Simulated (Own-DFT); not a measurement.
# Computed records: GaP (zincblende, strained, atoms displaced), Si3N4 (beta silicon nitride, strained, atoms displaced), SiC (4H silicon carbide, atoms displaced)

All values are calculated (Own-DFT development build). A calculation, not a measurement: plane-wave PBE density functional theory by an unreviewed code, no spin, of a simulated periodic cell, stress positive in tension, free energy of the whole cell less one offset for each atom, forces on such cells passed a denser k mesh, this cell's mesh not checked; offsets are fitted by least squares, one for each functional and potential file, so energies compare only between cells with the same atoms and settings and are not formation energies; the far tail of each file's local potential was reset to the Coulomb form; each entry is a single point on an unrelaxed cell, so the pressure reflects the starting lattice, mostly measured values (interpolated for alloys), from which strain is counted, and rises with the displacements; printed positions are rounded, which can move forces by about a meV/angstrom; the program, named Own-DFT, is a retired in-house code; no spin-orbit coupling.

Common to all runs: functional PBE; potential files PseudoDojo norm-conserving, scalar-relativistic, standard set; wave cutoff 42 hartree; occupations Fermi-Dirac; smearing width 0.1 eV; k mesh 3 x 3 x 3 centred on Gamma.

(1) GaP (zincblende, strained, atoms displaced)

```
cell vectors (Å)
  10.8620     0.0000     0.0000
   0.0000    10.8620     0.0000
   0.0000     0.0000    10.9439
atoms (fractions of the cell vectors)
Ga  0.00041  0.00117  0.99970
Ga  0.00294  0.24640  0.25175
Ga  0.25222  0.00215  0.24556
Ga  0.24867  0.24855  0.00087
P   0.12432  0.12510  0.12597
P   0.12628  0.37357  0.37549
P   0.37610  0.12206  0.37188
P   0.37154  0.37282  0.12637
Ga  0.99918  0.99608  0.50244
Ga  0.99426  0.25110  0.75110
Ga  0.25088  0.99872  0.74759
Ga  0.25205  0.24482  0.49979
P   0.12639  0.12610  0.62594
P   0.12641  0.37905  0.88086
P   0.37620  0.12731  0.87778
P   0.37341  0.37655  0.62719
Ga  0.99866  0.49941  0.99846
Ga  0.00576  0.74459  0.24832
Ga  0.25090  0.50060  0.25368
Ga  0.24757  0.75100  0.00261
P   0.12671  0.62365  0.12634
P   0.12322  0.87449  0.37392
P   0.37574  0.62550  0.37759
P   0.37231  0.87402  0.12475
Ga  0.00380  0.50333  0.49569
Ga  0.00081  0.74960  0.74630
Ga  0.25273  0.49881  0.75022
Ga  0.25186  0.74794  0.50499
P   0.12123  0.62795  0.62467
P   0.12440  0.87634  0.87382
P   0.37465  0.62489  0.87401
P   0.37357  0.87912  0.62844
Ga  0.49880  0.00131  0.99752
Ga  0.50259  0.24851  0.25327
Ga  0.74859  0.99751  0.25336
Ga  0.74899  0.25059  0.99945
P   0.62620  0.12500  0.12362
P   0.62429  0.37508  0.37716
P   0.87808  0.13048  0.37368
P   0.87425  0.37830  0.12229
Ga  0.50196  0.99976  0.50135
Ga  0.50247  0.25316  0.75204
Ga  0.75122  0.00010  0.74849
Ga  0.74830  0.24490  0.50054
P   0.61819  0.12487  0.62326
P   0.63258  0.37161  0.86973
P   0.87177  0.12571  0.87696
P   0.87576  0.37703  0.62309
Ga  0.50020  0.49858  0.99978
Ga  0.50196  0.75016  0.25055
Ga  0.75037  0.50205  0.24896
Ga  0.75054  0.75116  0.00075
P   0.62534  0.62402  0.12739
P   0.62048  0.87405  0.37332
P   0.87706  0.62744  0.37467
P   0.87346  0.87330  0.12759
Ga  0.49890  0.49788  0.49554
Ga  0.49777  0.75157  0.74810
Ga  0.75149  0.50203  0.76062
Ga  0.74730  0.74764  0.50036
P   0.62548  0.62366  0.62431
P   0.62402  0.87478  0.87405
P   0.87730  0.62626  0.87466
P   0.87362  0.87689  0.62657
```

```
hardware                          : one NVIDIA H100
free energy of cell above offsets : -35.287 eV
pressure                          : 3.07 GPa
stress xx                         : -3.27 GPa
stress yy                         : -3.28 GPa
stress zz                         : -2.68 GPa
stress yz                         : -0.28 GPa
stress xz                         : 0.39 GPa
stress xy                         : -0.01 GPa
wall time                         : 520.9 s
```

Force:
```tsv
element	x (eV/Å)	y (eV/Å)	z (eV/Å)
Ga	-0.317	-0.219	0.138
Ga	-0.186	0.876	-0.485
Ga	-0.417	-0.398	0.454
Ga	-0.016	0.173	0.062
P	0.036	-0.102	-0.281
P	0.157	-0.035	0.057
P	0.087	0.068	0.39
P	0.55	0.124	0.101
Ga	0.185	0.546	-0.307
Ga	0.597	0.218	0.063
Ga	-0.229	0.636	0.617
Ga	0.039	0.364	0.008
P	-0.426	-0.183	0.12
P	-0.138	-0.601	-0.825
P	-0.239	-0.059	-0.537
P	0.314	-0.398	-0.473
Ga	0.164	0.356	0.334
Ga	-0.506	0.611	0.124
Ga	0.041	-0.13	-0.193
Ga	0.072	-0.166	-0.419
P	-0.005	-0.351	-0.326
P	0.584	0.011	0.108
P	-0.039	0.179	-0.215
P	0.573	0.058	-0.093
Ga	-0.377	-0.385	0.265
Ga	-0.252	0.382	0.446
Ga	-0.634	0.337	0.103
Ga	-0.224	0.523	-0.376
P	0.703	-0.637	0.099
P	0.012	-0.169	0.051
P	0.066	0.198	0.247
P	0.35	-0.493	-0.627
Ga	0.139	-0.236	0.359
Ga	-0.14	0.192	-0.464
Ga	0.266	0.428	-0.211
Ga	0.193	-0.034	0.341
P	-0.117	-0.146	0.251
P	0.442	-0.137	-0.326
P	-0.485	-1.073	0.419
P	0.136	-0.55	0.46
Ga	-0.595	-0.225	-0.337
Ga	-0.484	-0.163	-0.229
Ga	-0.495	0.223	0.205
Ga	0.148	0.586	0.126
P	0.785	0.008	0.441
P	-0.933	0.331	0.944
P	0.265	-0.165	-0.172
P	-0.295	0.172	0.085
Ga	0.031	-0.263	-0.064
Ga	-0.568	-0.173	-0.275
Ga	0.123	-0.251	0.382
Ga	-0.122	-0.072	-0.038
P	-0.135	0.142	-0.472
P	0.528	0.071	0.551
P	-0.247	-0.168	-0.091
P	0.457	0.092	-0.078
Ga	0.046	0.127	0.697
Ga	0.251	-0.221	0.075
Ga	0.276	0.09	-1.463
Ga	0.21	0.311	-0.067
P	-0.223	-0.22	0.335
P	0.106	0.011	-0.011
P	0.062	0.409	0.303
P	-0.149	-0.431	-0.306
```

(2) Si3N4 (beta silicon nitride, strained, atoms displaced)

```
cell vectors (Å)
   7.6779     0.0501     0.0674
  -3.7956     6.4493    -0.0670
   0.0773    -0.0442     8.6609
atoms (fractions of the cell vectors)
Si  0.17591  0.75775  0.08483
Si  0.22074  0.39251  0.08574
Si  0.59306  0.81849  0.08432
Si  0.82828  0.22683  0.24402
Si  0.77040  0.59381  0.24350
Si  0.38737  0.17205  0.25172
N   0.33846  0.03454  0.08469
N   0.96067  0.29374  0.08264
N   0.69769  0.67960  0.07924
N   0.66581  0.97368  0.25623
N   0.03272  0.70591  0.24774
N   0.29772  0.33766  0.25348
N   0.32692  0.65958  0.08380
N   0.66386  0.32536  0.25093
Si  0.17061  0.76650  0.41672
Si  0.23534  0.38950  0.41135
Si  0.59971  0.81884  0.40487
Si  0.83852  0.23977  0.58469
Si  0.77290  0.58340  0.57787
Si  0.39746  0.17310  0.58519
N   0.32496  0.02881  0.42049
N   0.97303  0.30687  0.41016
N   0.71098  0.68409  0.41495
N   0.65794  0.96597  0.59089
N   0.03083  0.70129  0.58039
N   0.31567  0.34238  0.57091
N   0.33473  0.66680  0.41770
N   0.67817  0.35862  0.58010
Si  0.17567  0.77601  0.73867
Si  0.23637  0.41413  0.74342
Si  0.60305  0.82217  0.73884
Si  0.81816  0.22183  0.92159
Si  0.77523  0.60153  0.93393
Si  0.40726  0.17811  0.92788
N   0.32946  0.02962  0.75603
N   0.97014  0.29290  0.74868
N   0.69704  0.65345  0.75643
N   0.66368  0.96773  0.91638
N   0.03701  0.68509  0.90770
N   0.30328  0.32683  0.92102
N   0.33046  0.65377  0.74928
N   0.66553  0.33492  0.92187
```

```
free energy of cell above offsets : -1.000 eV
pressure                          : 13.69 GPa
stress xx                         : -5.42 GPa
stress yy                         : -20.56 GPa
stress zz                         : -15.09 GPa
stress yz                         : -0.05 GPa
stress xz                         : 3.42 GPa
stress xy                         : 6.42 GPa
```

Force:
```tsv
element	x (eV/Å)	y (eV/Å)	z (eV/Å)
Si	-0.946	1.597	-2.187
Si	-0.657	1.414	-1.563
Si	-4.563	2.749	-0.554
Si	-2.234	0.939	2.794
Si	0.108	-0.532	1.654
Si	3.986	-0.036	0.492
N	-0.861	-2.57	1.309
N	2.404	0.728	-0.581
N	2.54	-1.459	3.758
N	0.345	-1.311	-2.883
N	-1.009	-0.522	-0.023
N	2.792	-2.224	-5.162
N	2.269	-0.345	0.365
N	-1.441	1.144	-0.223
Si	2.054	-0.764	-0.816
Si	-5.998	4.705	4.031
Si	-3.91	0.932	4.175
Si	-2.516	-1.201	-1.053
Si	-2.748	11.43	1.533
Si	3.121	0.895	0.87
N	-0.376	0.569	-0.993
N	1.009	-0.569	0.688
N	2.801	-2.011	-0.444
N	0.63	2.889	-4.528
N	-0.319	0.031	-0.337
N	-0.362	-0.916	2.859
N	0.202	-0.654	-0.552
N	1.719	-14.57	0.091
Si	1.874	-2.464	2.201
Si	0.591	-4.703	1.251
Si	-0.758	-2.738	4.254
Si	-0.735	1.764	-2.228
Si	2.287	-1.611	-6.738
Si	1.494	0.019	-2.481
N	-0.049	2.069	-1.104
N	0.951	0.276	1.096
N	-0.261	1.605	-0.743
N	0.139	-2.004	0.158
N	-1.54	0.504	2.528
N	-2.029	0.727	-0.929
N	-0.901	6.409	-0.334
N	0.899	-0.192	0.349
```

(3) GaP (zincblende, strained, atoms displaced)

```
cell vectors (Å)
  10.8620     0.0000     0.0000
   0.0000    10.8620     0.0000
   0.0000     0.0000    10.9361
atoms (fractions of the cell vectors)
Ga  0.00676  0.00822  0.99925
Ga  0.00194  0.24963  0.24140
Ga  0.25493  0.99960  0.25912
Ga  0.25311  0.25005  0.99939
P   0.11920  0.11987  0.12493
P   0.12114  0.36933  0.38638
P   0.36969  0.12246  0.37929
P   0.37145  0.37147  0.12106
Ga  0.00940  0.99997  0.48576
Ga  0.00001  0.25010  0.75183
Ga  0.24666  0.00516  0.75212
Ga  0.24927  0.24674  0.49547
P   0.12488  0.12291  0.62973
P   0.12412  0.37327  0.87452
P   0.37465  0.12958  0.86978
P   0.37718  0.37233  0.62416
Ga  0.99812  0.49732  0.00568
Ga  0.00289  0.75303  0.25076
Ga  0.24476  0.50564  0.24309
Ga  0.25738  0.74710  0.99945
P   0.12814  0.62404  0.13154
P   0.12820  0.87088  0.38175
P   0.37094  0.62073  0.38423
P   0.37385  0.86966  0.11998
Ga  0.00835  0.50514  0.49842
Ga  0.00050  0.74705  0.75243
Ga  0.25391  0.49828  0.75061
Ga  0.24912  0.75283  0.49817
P   0.11990  0.62425  0.62722
P   0.13042  0.88247  0.87461
P   0.36745  0.62418  0.87663
P   0.38380  0.87040  0.62473
Ga  0.49729  0.99727  0.00681
Ga  0.49735  0.25180  0.25171
Ga  0.74727  0.00408  0.24594
Ga  0.75209  0.24651  0.99663
P   0.61424  0.11954  0.12866
P   0.62091  0.36892  0.38040
P   0.87339  0.12372  0.36984
P   0.87307  0.37869  0.12727
Ga  0.49827  0.99685  0.49483
Ga  0.50459  0.25222  0.74326
Ga  0.74864  0.99577  0.75824
Ga  0.75883  0.23882  0.50109
P   0.63021  0.13146  0.62435
P   0.63357  0.37396  0.87383
P   0.87642  0.11656  0.87662
P   0.87171  0.37662  0.61685
Ga  0.50042  0.50422  0.00256
Ga  0.50354  0.75377  0.25397
Ga  0.74840  0.49419  0.24344
Ga  0.74854  0.75469  0.99878
P   0.61688  0.62731  0.12876
P   0.61880  0.87613  0.37881
P   0.87335  0.63386  0.37341
P   0.87473  0.87617  0.12438
Ga  0.50760  0.49608  0.49700
Ga  0.49791  0.75073  0.74965
Ga  0.75545  0.49359  0.75373
Ga  0.75530  0.74664  0.49711
P   0.62785  0.62273  0.62547
P   0.62820  0.87001  0.88016
P   0.87630  0.62837  0.87492
P   0.87308  0.87259  0.62323
```

```
hardware                          : one NVIDIA H100
free energy of cell above offsets : -33.053 eV
pressure                          : 3.68 GPa
stress xx                         : -3.82 GPa
stress yy                         : -3.9 GPa
stress zz                         : -3.31 GPa
stress yz                         : -0.98 GPa
stress xz                         : -0.27 GPa
stress xy                         : 0.7 GPa
wall time                         : 523.3 s
```

Force:
```tsv
element	x (eV/Å)	y (eV/Å)	z (eV/Å)
Ga	-0.818	-1.567	-0.243
Ga	-0.311	0.322	1.048
Ga	-0.728	-0.688	-1.2
Ga	-0.736	-0.505	-0.257
P	1.877	0.767	0.689
P	0.247	0.428	-2.025
P	0.965	0.451	-0.39
P	0.387	0.727	0.671
Ga	-1.254	0.493	1.739
Ga	-0.583	0.058	-0.467
Ga	1.101	-0.546	-0.546
Ga	-0.083	0.072	1.425
P	-0.316	0.31	-1.073
P	0.037	0.27	0.403
P	0.715	-0.421	0.493
P	-0.19	0.318	-0.388
Ga	0.377	0.624	-0.656
Ga	-0.293	0.08	-0.121
Ga	1.115	-1.544	1.787
Ga	-1.495	0.358	0.058
P	-1.093	1.021	-1.486
P	0.181	0.166	-1.554
P	0.427	0.143	-1.195
P	0.078	0.51	1.4
Ga	-1.413	-0.074	-0.026
Ga	0.022	0.942	-0.147
Ga	-0.624	-0.213	-0.467
Ga	0.511	-0.84	1.326
P	1.25	0.311	0.21
P	-0.471	-1.238	0.451
P	1.327	-0.283	-0.524
P	-1.408	0.984	0.005
Ga	-0.24	0.055	-1.317
Ga	-0.387	-0.18	0.06
Ga	-0.146	-0.815	0.424
Ga	-0.224	-0.303	0.622
P	0.912	1.107	-0.313
P	1.292	-0.305	-0.86
P	0.742	-0.132	-0.399
P	0.175	-1.104	-0.609
Ga	0.176	0.719	1.142
Ga	-0.067	0.117	0.653
Ga	-0.031	-0.007	-1.106
Ga	-0.431	0.946	-0.272
P	-0.437	-1.653	0.193
P	-1.178	0.056	0.503
P	-0.031	1.015	-0.212
P	0.957	-0.075	0.558
Ga	-0.129	-0.637	-0.53
Ga	-1.159	-0.454	0.262
Ga	-0.736	0.919	1.283
Ga	0.51	-1.066	0.801
P	1.121	-0.066	-0.279
P	1.51	-0.114	-0.557
P	0.593	-1.638	-0.749
P	0.404	0.29	-0.097
Ga	-0.776	0.555	0.887
Ga	0.651	-0.759	0.405
Ga	0.034	0.787	-0.656
Ga	-1.075	0.636	0.783
P	0.061	-0.084	0.24
P	-1.345	0.76	-0.506
P	-0.121	-0.601	0.667
P	0.576	0.598	0.038
```

(4) SiC (4H silicon carbide, atoms displaced)

```
cell vectors (Å)
  12.3308     0.0000     0.0000
  -6.1654    10.6788     0.0000
   0.0000     0.0000    10.0681
atoms (fractions of the cell vectors)
Si  0.99840  0.00081  0.40607
Si  0.08674  0.16949  0.16027
C   0.99988  0.00036  0.08882
C   0.08693  0.16620  0.34252
Si  0.00662  0.25112  0.40608
Si  0.08772  0.41962  0.15564
C   0.00080  0.25204  0.09384
C   0.08024  0.41798  0.35134
Si  0.99893  0.49919  0.40519
Si  0.08360  0.66803  0.15645
C   0.00032  0.49880  0.09422
C   0.08278  0.66920  0.33956
Si  0.00403  0.75051  0.41188
Si  0.08764  0.92043  0.14935
C   0.00003  0.74931  0.09791
C   0.08303  0.91528  0.34273
Si  0.25038  0.00263  0.40301
Si  0.32995  0.16491  0.15269
C   0.24932  0.00346  0.09227
C   0.33635  0.17122  0.34482
Si  0.24731  0.24850  0.40659
Si  0.32753  0.41503  0.15560
C   0.25387  0.25252  0.09647
C   0.32952  0.41259  0.34092
Si  0.25213  0.50339  0.40662
Si  0.32682  0.66314  0.15631
C   0.25124  0.49946  0.09138
C   0.33586  0.66843  0.33940
Si  0.24962  0.75159  0.40221
Si  0.32949  0.91712  0.15451
C   0.24518  0.74546  0.09720
C   0.33313  0.91610  0.34838
Si  0.50356  0.00161  0.40885
Si  0.58269  0.16844  0.15580
C   0.50116  0.00029  0.09393
C   0.58311  0.16257  0.34581
Si  0.49682  0.24156  0.40693
Si  0.57689  0.41382  0.15454
C   0.49828  0.24816  0.09200
C   0.58606  0.41792  0.34457
Si  0.50132  0.50111  0.40118
Si  0.58432  0.66511  0.16191
C   0.49854  0.50096  0.09583
C   0.58259  0.66592  0.34600
Si  0.50363  0.75358  0.40893
Si  0.58265  0.91702  0.15130
C   0.49882  0.75014  0.08875
C   0.58432  0.91417  0.34172
Si  0.74919  0.99771  0.40775
Si  0.83517  0.16556  0.15405
C   0.75097  0.99922  0.09713
C   0.83407  0.16437  0.34479
Si  0.74992  0.24963  0.40301
Si  0.83428  0.41625  0.15281
C   0.75600  0.25466  0.09171
C   0.82822  0.41692  0.33965
Si  0.74653  0.49658  0.40869
Si  0.83479  0.66921  0.15844
C   0.74902  0.50226  0.09356
C   0.83042  0.66593  0.34289
Si  0.75284  0.75368  0.40437
Si  0.83696  0.91489  0.15352
C   0.75031  0.74470  0.09233
C   0.82978  0.91286  0.34016
Si  0.99980  0.00037  0.90641
Si  0.91480  0.83488  0.65729
C   0.00295  0.99441  0.59171
C   0.91306  0.83161  0.84215
Si  0.99537  0.74591  0.90685
Si  0.91212  0.58348  0.65545
C   0.00559  0.75303  0.59490
C   0.91707  0.58714  0.84729
Si  0.99994  0.50164  0.90822
Si  0.91053  0.33041  0.65719
C   0.99890  0.50051  0.58990
C   0.91620  0.33870  0.84497
Si  0.99931  0.25023  0.90806
Si  0.91317  0.07906  0.65831
C   0.00118  0.24920  0.59879
C   0.91353  0.08389  0.83993
Si  0.74929  0.99889  0.90856
Si  0.66730  0.83332  0.65968
C   0.75195  0.00228  0.59964
C   0.66437  0.83260  0.84906
Si  0.75196  0.75498  0.90602
Si  0.66331  0.58102  0.65444
C   0.74937  0.74926  0.59821
C   0.66458  0.58494  0.84330
Si  0.74709  0.49813  0.91097
Si  0.66890  0.33169  0.65681
C   0.74874  0.49897  0.59067
C   0.66383  0.33029  0.84126
Si  0.74837  0.24697  0.90434
Si  0.66648  0.08537  0.65629
C   0.75231  0.25037  0.59609
C   0.66372  0.07997  0.84369
Si  0.50200  0.00077  0.91117
Si  0.41587  0.83150  0.65772
C   0.50447  0.00034  0.59618
C   0.41673  0.83379  0.84041
Si  0.50104  0.74875  0.90678
Si  0.41587  0.58192  0.66013
C   0.50502  0.75022  0.59290
C   0.41612  0.58308  0.84419
Si  0.50815  0.50239  0.89657
Si  0.41672  0.33060  0.65664
C   0.49978  0.49921  0.59385
C   0.42056  0.33759  0.84357
Si  0.50030  0.24969  0.90773
Si  0.41762  0.08643  0.65655
C   0.50258  0.25272  0.60036
C   0.41420  0.08205  0.83984
Si  0.24898  0.00038  0.90144
Si  0.16672  0.83666  0.66056
C   0.24682  0.99448  0.59105
C   0.16760  0.83095  0.83865
Si  0.25032  0.75275  0.90958
Si  0.16790  0.58181  0.65293
C   0.24970  0.75042  0.59721
C   0.16520  0.58003  0.84003
Si  0.24759  0.49472  0.90490
Si  0.16707  0.33256  0.65782
C   0.24739  0.49372  0.59714
C   0.16340  0.33256  0.84423
Si  0.24934  0.24875  0.90944
Si  0.16365  0.08092  0.65889
C   0.25429  0.25229  0.59698
C   0.16434  0.08273  0.84752
```

```
hardware                          : one NVIDIA H200
free energy of cell above offsets : -19.035 eV
pressure                          : 3.68 GPa
stress xx                         : -3.04 GPa
stress yy                         : -3.22 GPa
stress zz                         : -4.77 GPa
stress yz                         : 0.07 GPa
stress xz                         : -0.08 GPa
stress xy                         : -0.63 GPa
wall time                         : 523 s
```

Force:
```tsv
element	x (eV/Å)	y (eV/Å)	z (eV/Å)
Si	0.788	-1.1	-0.472
Si	-0.44	-0.497	-1.602
C	0.437	0.587	1.064
C	-0.854	-0.266	0.667
Si	-1.636	-0.234	0.861
Si	-0.983	-0.485	0.658
C	0.76	-0.277	0.388
C	1.669	-0.157	-1.68
Si	-1.242	0.564	-0.057
Si	-0.736	-0.906	-0.061
C	0.14	0.709	0.136
C	0.651	-0.771	1.076
Si	-1.271	0.009	-1.348
Si	-1.176	-1.264	1.53
C	-0.001	0.693	-1.323
C	-0.264	0.814	-0.436
Si	-0.101	-0.643	0.518
Si	0.935	1.007	1.109
C	0.85	-0.648	-0.864
C	-0.518	-1.236	-0.587
Si	1.249	0.755	0.636
Si	1.757	0.919	0.098
C	-0.985	-0.794	-0.662
C	-0.133	0.855	0.676
Si	-0.036	-0.712	0.269
Si	1.808	0.815	-0.607
C	-0.797	-0.053	0.102
C	-0.302	-0.056	1.343
Si	0.203	-0.605	1.2
Si	1.019	-0.185	0.883
C	0.196	1.44	-0.867
C	0.115	1.029	-1.172
Si	-0.105	-1.43	-0.157
Si	0.986	-0.108	0.035
C	-0.926	0.255	0.336
C	-0.257	0.695	-0.539
Si	0.214	2.347	0.557
Si	0.972	0.91	0.582
C	-0.188	-0.075	0.383
C	-0.914	-1.51	-0.208
Si	-0.269	-0.951	0.977
Si	-0.686	0.326	-1.395
C	-0.156	-0.442	-0.868
C	0.176	0.726	0.129
Si	-0.228	-0.931	-0.783
Si	0.516	-0.75	0.975
C	-0.024	-0.35	1.454
C	-0.487	0.838	0.228
Si	-0.03	0.328	-0.129
Si	-0.432	0.331	0.786
C	0.173	-0.008	-0.898
C	0.277	0.45	-0.069
Si	0.583	0.276	0.398
Si	-0.726	0.802	0.391
C	-0.89	-1.664	0.111
C	1.254	-0.365	0.613
Si	0.185	1.085	-1.25
Si	0.293	-0.952	-0.051
C	0.203	-0.761	0.402
C	0.916	0.17	1.187
Si	-0.129	-1.564	0.89
Si	-1.017	-0.392	0.084
C	-0.741	1.377	0.166
C	0.605	1.473	0.604
Si	-0.815	-0.192	-0.75
Si	1.034	-1.211	-0.437
C	-1.945	1.337	0.295
C	0.82	0.892	0.629
Si	0.446	1.471	0.267
Si	1.39	0.356	0.187
C	-1.51	-0.673	0.545
C	-0.363	-1.702	-0.71
Si	0.196	0.304	-0.607
Si	2.089	1.454	0.028
C	-0.309	-0.299	0.797
C	0.317	-1.352	-0.025
Si	-0.608	0.198	-0.787
Si	1.135	1.06	-0.837
C	-0.236	-0.495	-0.906
C	0.714	-0.254	1.643
Si	-0.212	0.171	-0.173
Si	0.044	0.176	0.061
C	-0.502	-0.952	-1.211
C	0.546	0.416	-0.707
Si	-0.311	-1.519	0.187
Si	0.459	0.287	0.198
C	0.01	0.303	-1.059
C	2.189	0.747	-0.566
Si	0.142	0.448	-1.09
Si	-0.587	0.588	-0.133
C	-0.169	-0.142	1.081
C	0.475	0.513	0.994
Si	0.019	0.639	0.148
Si	0.61	-0.499	0.427
C	-1.099	-0.561	-1.161
C	0.472	0.647	0.423
Si	-0.86	-0.539	-1.698
Si	0.26	0.272	-0.695
C	-1.16	0.025	-0.47
C	0.196	-0.004	1.754
Si	-1.102	-0.184	-0.392
Si	0.179	0.029	-0.908
C	-1.255	-0.255	0.638
C	0.334	-0.337	0.275
Si	-2.83	-0.343	2.399
Si	0.033	1.209	0.147
C	-0.447	-0.334	-0.513
C	-0.394	-1.404	0.353
Si	-0.376	-0.225	-1.067
Si	0.25	-1.152	-0.541
C	0.258	-0.927	-1.667
C	0.387	0.296	1.467
Si	0.382	-0.503	0.249
Si	1.052	-1.245	-1.547
C	0.112	2.088	0.473
C	-1.234	0.651	2.503
Si	0.723	-1.295	-1.203
Si	-0.86	0.065	0.404
C	0.206	-0.146	-1.193
C	0.01	0.649	1.13
Si	-0.174	1.38	-0.315
Si	-0.104	-0.619	0.15
C	0.337	1.64	-0.968
C	0.985	-0.767	0.449
Si	0.054	0.967	-0.695
Si	1.082	0.532	-0.579
C	-0.979	-1.269	-0.555
C	0.242	0.144	-0.553
```
